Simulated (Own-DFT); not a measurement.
# Short bonds, stiff crystals?

Everything here is calculated. The program is Own-DFT (plane waves, in-house, since retired, never reviewed by a person); positions were held fixed, and spin and spin-orbit coupling were off.

Limits (not all hold for every row): forces on such cells moved up to 12 meV/angstrom on a denser k mesh; forces not confirmed at this smearing and k mesh; k mesh not checked against a denser one; forces on such cells passed a denser k mesh, each cell not checked; stress not checked against mesh or cutoff.

All runs are PBE with PseudoDojo norm-conserving files; cutoff and k mesh are each material's own. Every cell starts from measured lattice constants and was given uniform random strains and small random moves of its atoms. Each triple is the change of volume in per cent, the rms move u in Å and the pressure in GPa.

- 2H SiC (C36Si36), 10.36 Å³/atom unstrained: (-2.38, 0.051, 11.16); (-2.30, 0.048, 11.08); (-1.22, 0.053, 9.35); (0.16, 0.049, 5.45); (1.01, 0.055, 3.67); (1.06, 0.047, 2.96); (1.82, 0.051, 1.21)
- wurtzite GaN (Ga36N36), 11.42 Å³/atom unstrained: (-3.53, 0.050, 15.43); (-2.68, 0.054, 14.28); (-1.76, 0.052, 11.70); (1.75, 0.052, 5.36); (2.46, 0.049, 3.10); (2.54, 0.048, 2.88); (3.77, 0.052, 1.05)
- diamond silicon (Si64), 20.02 Å³/atom unstrained: (-2.57, 0.050, 5.17); (-0.59, 0.054, 3.29); (0.84, 0.053, 2.08); (1.11, 0.053, 1.57); (1.15, 0.053, 1.49); (1.94, 0.053, 0.97); (2.55, 0.046, 0.12)
- zincblende GaP (Ga32P32), 20.24 Å³/atom unstrained: withheld
- zincblende GaAs (As32Ga32), 22.58 Å³/atom unstrained: (-3.03, 0.050, 6.83); (-2.65, 0.048, 6.26); (-0.48, 0.048, 4.44); (-0.43, 0.048, 4.32); (0.64, 0.054, 3.59); (2.10, 0.049, 2.47); (2.84, 0.047, 2.06)
- grey tin (Sn64), 34.15 Å³/atom unstrained: (-3.09, 0.052, 5.62); (-2.06, 0.050, 4.80); (-1.48, 0.048, 4.52); (-1.21, 0.052, 4.42); (-1.00, 0.049, 4.20); (-0.55, 0.053, 4.09); (1.38, 0.048, 2.99)

## What the rows give

Fit a line to each set against the fractional change of volume; B is minus its slope, and u is nearly the same within a set. To take it to zero pressure, assume that B rises by 4 GPa for each GPa: B0 = B - 4 x (mean pressure). The bond length of an ideal tetrahedral crystal with the unstrained volume v is d = (√3/4)(8 v)^(1/3). Cohen's empirical rule reads B0 = (1971 - 220 L) d^(-3.5) GPa, with L = 0 for group IV crystals and SiC and 1 for III-V compounds.

```
                  material  L  d (Å)   B (GPa)  mean P (GPa)  B0 (GPa)  rule (GPa)
          2H SiC (C36Si36)  0  1.888  239 ± 10           6.4  213 ± 10         213
    wurtzite GaN (Ga36N36)  1  1.950   203 ± 6           7.7   172 ± 6         169
    diamond silicon (Si64)  0  2.352    97 ± 3           2.1    88 ± 3          99
  zincblende GaP (Ga32P32)  1  2.360         ?             ?         ?          87
zincblende GaAs (As32Ga32)  1  2.448    80 ± 3           4.3    63 ± 3          76
           grey tin (Sn64)  0  2.810    57 ± 3           4.4    40 ± 3          53
```

A line through ln[B0/(1971 - 220 L)] against ln d has a slope of -4.3 ± 0.1 and a scatter of 3 %. Against the rule, B0 stands at 100 % for 2H SiC, 102 % for wurtzite GaN, 90 % for diamond silicon, 83 % for zincblende GaAs, 75 % for grey tin. PBE tends to make silicon and heavier crystals too soft, and the rule itself is only a guide.

## Check

Q: what B0 does the fitted trend give for zincblende GaP (Ga32P32)?

Estimate: 75 GPa. Its own runs give B = 85 ± 2 GPa at a mean pressure of 3.4 GPa, so B0 = 71 GPa.
